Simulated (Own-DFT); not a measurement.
# Reading a pressure off an energy slope: monoclinic HfO2, 94 atoms (Hf32O62), with two O vacancies

Calculated, not measured. Each geometry was run twice at fixed positions with Own-DFT, a retired in-house plane-wave program that no person has reviewed: with PBE, and with HSE06 (exact exchange share 0.25 at short range, screening 0.11 per bohr, Gygi-Baldereschi treatment of its divergence). Both used PseudoDojo norm-conserving files made for PBE, a cutoff of 48 hartree, the Gamma point alone, fixed occupations, a neutral cell and no spin. With Gamma alone and a thickness of 10.1 Å, finite-size errors remain in every number. The hafnium file keeps the 4f electrons in the core, and its forces lie about 75 meV/Å off all-electron values. The oxygen file's force components were 24 meV/Å off all-electron values in a glass.

Unstrained cell vectors in Å: (10.234, 0.000, 0.000); (0.000, 10.350, 0.000); (-1.696, 0.000, 10.445), volume V0 = 1106.4 Å³, from measured lattice constants. Each geometry has its own random strain of a few per cent, its own defect sites and random moves of rms u per axis. HSE06 gave the energy alone. D is its energy less that of PBE, over the lowest D shown. The PBE stress wasn't checked against mesh or cutoff.

```
run  V - V0 (Å³)   u (Å)  P with PBE (GPa)  D (eV)
  1        -19.1  0.0499             11.75   0.565
  2         27.0  0.0302             -1.18   1.609
  3        -16.1  0.0296              8.07   0.634
  4         21.4  0.0288             -0.30   1.480
  5         14.3  0.0501              2.44   1.542
  6         33.9  0.0508             -1.64   2.118
  7        -21.2  0.0505             10.03   0.688
  8        -43.8  0.0291             13.89   0.000
  9          9.3  0.0301              2.50   1.192
 10         -9.0  0.0499              7.34   1.004
 11         -6.4  0.0526              7.16       ?
```

## Analysis

D = 0.89 + 0.0243 (V - V0) + 119 u² eV, with an error of 0.0011 on the volume slope, 31 on the last term and a scatter of 0.08 eV. Pressure is -dE/dV, and 1 eV/Å³ is 160.2 GPa, so HSE06 changes the pressure by -3.9 ± 0.2 GPa. With the ions held to the strained lattice, the PBE pressure falls by 245 ± 10 GPa per unit of volume strain; the shape of the strain isn't fitted, so the true error is larger, and a relaxed crystal would be softer. On that slope HSE06's volume at a given pressure is about 1.6 % smaller, or 0.5 % in lengths. At u = 0 and V0 the PBE pressure is 3.7 GPa, which puts the zero-pressure volume, against the measured cell and with the defects in, at +1.5 % for PBE and -0.1 % for HSE06, each good to a few tenths of a per cent.

## Check

Question: what D should run 11 give?

Estimate: 1.06 eV, with rows scattering by 0.08. Computed: 0.957 eV.
